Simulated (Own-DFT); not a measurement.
## Calculated data, GaAs (zincblende with one plane slipped along a stacking-fault path, atoms displaced)

A calculation, not a measurement: plane-wave PBE density functional theory by an unreviewed code, no spin, of a simulated periodic cell, stress positive in tension, free energy of the whole cell less one offset for each atom, forces on such cells passed a denser k mesh, this cell's mesh not checked; offsets are fitted by least squares, one for each functional and potential file, so energies compare only between cells with the same atoms and settings and are not formation energies; the far tail of each file's local potential was reset to the Coulomb form; each entry is a single point on an unrelaxed cell, so the pressure reflects the starting lattice, mostly measured values (interpolated for alloys), from which strain is counted, and rises with the displacements; printed positions are rounded, which can move forces by about a meV/angstrom; the program, named Own-DFT, is a retired in-house code; no spin-orbit coupling; before rounding, a Quantum ESPRESSO 7.3.1 run of the same cell and cutoff gave forces within 1 meV/angstrom rms on each cell, which checks the program and not the settings. Program: Own-DFT development build.

GaAs (zincblende with one plane slipped along a stacking-fault path, atoms displaced)

```cif
# cell vector a (Å): 5.6533 -5.6533 0.0000
# cell vector b (Å): 0.0000 5.6533 -5.6533
# cell vector c (Å): 12.2488 12.2488 9.4222
data_GaAs
_symmetry_space_group_name_H-M 'P 1'
_symmetry_Int_Tables_number 1
_cell_length_a 7.9950
_cell_length_b 7.9950
_cell_length_c 19.7191
_cell_angle_alpha 84.183
_cell_angle_beta 90.000
_cell_angle_gamma 120.000
_cell_volume 1084.07
loop_
_atom_site_label
_atom_site_type_symbol
_atom_site_fract_x
_atom_site_fract_y
_atom_site_fract_z
_atom_site_occupancy
Ga1 Ga 0.00650 0.00429 0.99936 1
As1 As 0.98264 0.95952 0.12485 1
Ga2 Ga 0.13734 0.28160 0.16599 1
As2 As 0.11448 0.23730 0.28964 1
Ga3 Ga 0.27074 0.05000 0.33211 1
As3 As 0.26014 0.01656 0.45645 1
Ga4 Ga 0.07806 0.16756 0.50060 1
As4 As 0.07188 0.13004 0.61978 1
Ga5 Ga 0.22643 0.44763 0.66803 1
As5 As 0.20519 0.40167 0.79040 1
Ga6 Ga 0.36980 0.22680 0.83437 1
As6 As 0.33892 0.18159 0.95882 1
Ga7 Ga 0.99900 0.50420 0.00303 1
As7 As 0.97515 0.46127 0.12376 1
Ga8 Ga 0.14104 0.77828 0.16837 1
As8 As 0.11635 0.74083 0.29191 1
Ga9 Ga 0.26953 0.55063 0.33499 1
As9 As 0.25553 0.51592 0.46132 1
Ga10 Ga 0.08393 0.66802 0.49880 1
As10 As 0.06070 0.62513 0.62756 1
Ga11 Ga 0.21700 0.94541 0.66877 1
As11 As 0.20001 0.90283 0.78697 1
Ga12 Ga 0.36508 0.72810 0.83171 1
As12 As 0.34058 0.67758 0.95971 1
Ga13 Ga 0.49746 0.99684 0.99999 1
As13 As 0.47799 0.95011 0.12278 1
Ga14 Ga 0.62651 0.27286 0.16765 1
As14 As 0.61564 0.24152 0.28947 1
Ga15 Ga 0.78039 0.06009 0.33582 1
As15 As 0.76141 0.02027 0.45694 1
Ga16 Ga 0.57214 0.16858 0.50070 1
As16 As 0.56266 0.12057 0.62520 1
Ga17 Ga 0.72178 0.43552 0.66749 1
As17 As 0.70072 0.40443 0.79437 1
Ga18 Ga 0.85897 0.22116 0.83177 1
As18 As 0.84373 0.18104 0.95749 1
Ga19 Ga 0.50780 0.50514 0.00068 1
As19 As 0.47723 0.45656 0.12132 1
Ga20 Ga 0.64476 0.78668 0.16651 1
As20 As 0.61396 0.73896 0.29217 1
Ga21 Ga 0.77134 0.54847 0.33436 1
As21 As 0.75079 0.50816 0.45919 1
Ga22 Ga 0.58307 0.66226 0.49840 1
As22 As 0.55953 0.62475 0.62531 1
Ga23 Ga 0.72100 0.94391 0.66835 1
As23 As 0.70245 0.90559 0.79070 1
Ga24 Ga 0.85373 0.72275 0.83340 1
As24 As 0.83928 0.67889 0.95651 1
```

```
functional                        : PBE
potential files                   : PseudoDojo norm-conserving, scalar-relativistic, standard set
wave cutoff                       : 42 hartree
occupations                       : Fermi-Dirac
smearing width                    : 0.1 eV
k mesh                            : 4 x 4 x 2 centred on Gamma
free energy of cell above offsets : -18.966 eV
pressure                          : 3.64 GPa
stress xx                         : -3.82 GPa
stress yy                         : -3.52 GPa
stress zz                         : -3.58 GPa
stress yz                         : -0.58 GPa
stress xz                         : -0.62 GPa
stress xy                         : -0.48 GPa
```

Force:
```
element  x (eV/Å)  y (eV/Å)  z (eV/Å)
     Ga    -0.413     0.181     0.373
     As     0.058     0.001    -0.114
     Ga    -0.232    -0.224    -0.214
     As     0.261     0.004     0.153
     Ga     0.373     0.219     -0.68
     As    -0.582     0.534     0.221
     Ga    -0.158     -0.85    -0.463
     As     0.401     1.319     0.872
     Ga    -0.534    -0.189    -0.014
     As     0.205     0.461     0.203
     Ga    -0.706     0.056      0.48
     As     0.392    -0.312    -0.184
     Ga    -0.479    -0.795    -0.179
     As     0.281     0.553     0.664
     Ga    -0.251    -0.173    -0.104
     As    -0.281    -0.295     0.746
     Ga     0.189    -0.004    -0.305
     As    -0.335     -0.52    -0.072
     Ga     0.147     0.631     0.202
     As    -0.165    -0.357    -0.244
     Ga    -0.441    -0.894     -0.65
     As     0.932     1.205      0.71
     Ga    -0.232     0.193      0.46
     As    -0.402    -0.113    -0.317
     Ga    -0.029      -0.3    -0.434
     As     0.255     0.766    -0.228
     Ga    -0.134    -0.746    -0.316
     As     0.143    -0.081     0.834
     Ga    -0.792    -0.298    -0.371
     As    -0.158     0.734     0.712
     Ga     0.563    -0.707     0.302
     As    -0.256     0.301     0.166
     Ga    -0.095     0.549     -0.25
     As    -0.136    -0.626     -0.34
     Ga     0.552     0.088    -0.135
     As    -0.027     0.369    -0.024
     Ga    -0.626    -0.255    -0.034
     As     0.686     0.876      0.15
     Ga     -0.08    -0.396     0.642
     As     0.108     -0.08      0.15
     Ga    -0.056     0.288    -0.687
     As     0.304    -0.272    -0.362
     Ga     0.334     0.585     -0.36
     As      0.41    -0.495    -0.066
     Ga     0.032    -0.824    -0.425
     As     0.042     0.144     0.088
     Ga     0.397    -0.467    -0.294
     As     0.534     0.215    -0.264
```
